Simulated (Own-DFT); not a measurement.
# Response to strain: diamond-structure SiGeSn with randomly placed atoms, 64 atoms (Ge40Si16Sn8)

These are calculations, not measurements. The program, named Own-DFT, is a retired in-house plane-wave density functional code that no person has reviewed. Each row is one single-point run on a periodic cell that was not relaxed, without spin or spin-orbit coupling.

Settings of every run: PBE; PseudoDojo norm-conserving scalar-relativistic files; cutoff 49 hartree; 3 x 3 x 3 k mesh centred on Gamma; Fermi-Dirac smearing of 0.1 eV.

Known limits: forces on such cells moved up to 12 meV/angstrom on a denser k mesh; stress not checked against mesh or cutoff.

Unstrained cell vectors in Å: (11.410, 0.000, 0.000); (0.000, 11.410, 0.000); (0.000, 0.000, 11.410). The unstrained cell has measured lattice constants (interpolated for alloys), not those of this functional. That, the random moves and any unrelaxed bonds set the pressure at no strain. Each run strains this cell uniformly, with the atoms carried along. Every atom was also moved at random, by a Gaussian of width 0.05 Å on each axis. The random placing of the alloy's atoms differs from row to row. Strain is the symmetric tensor, in per cent. Stress is positive in tension, and the pressure is minus a third of its trace.

| run | e_xx (%) | e_yy (%) | e_zz (%) | s_xx (GPa) | s_yy (GPa) | s_zz (GPa) | P (GPa) | E (meV/atom) |
|---|---|---|---|---|---|---|---|---|
| 1 | 2.75 | 2.75 | 0.00 | -0.20 | -0.22 | -1.91 | 0.78 | 0.0 |
| 2 | -2.00 | -2.00 | 0.00 | -8.69 | -8.58 | -7.45 | 8.24 | 64.6 |
| 3 | -2.50 | -2.50 | 0.00 | -9.95 | -10.06 | -8.27 | 9.43 | 88.4 |
| 4 | 0.75 | 0.75 | 0.00 | -3.29 | -3.21 | -3.67 | 3.39 | 1.7 |
| 5 | 0.25 | 0.25 | 0.00 | -4.23 | -4.19 | -4.32 | 4.25 | 16.3 |
| 6 | -1.75 | -1.75 | 0.00 | -7.91 | -8.22 | -6.96 | 7.70 | 45.9 |
| 7 | 0.50 | 0.50 | 0.00 | -3.79 | -3.84 | -4.12 | 3.91 | 16.5 |
| 8 | -1.50 | -1.50 | 0.00 | -7.82 | -7.71 | -6.94 | 7.49 | 64.7 |
| 9 | 1.50 | 1.50 | 0.00 | ? | ? | ? | ? | ? |

E is the free energy for each atom above the lowest run shown.

## Worked fit

The change of volume is close to e_xx + e_yy + e_zz. A straight line through the runs shown gives P = 4.95 - 83 x (fractional change of volume) GPa, with an error of 3 on the slope and a scatter of 0.31 GPa. The strain isn't the same on all axes, but the crystal is cubic, so the slope still estimates the bulk modulus, averaged over pressures from 0.8 to 9.4 GPa.

## Withheld run

Question: what pressure should run 9 give? Its volume changes by 3.02 %.

The line gives 2.4 GPa. The calculation gave 2.60 GPa.
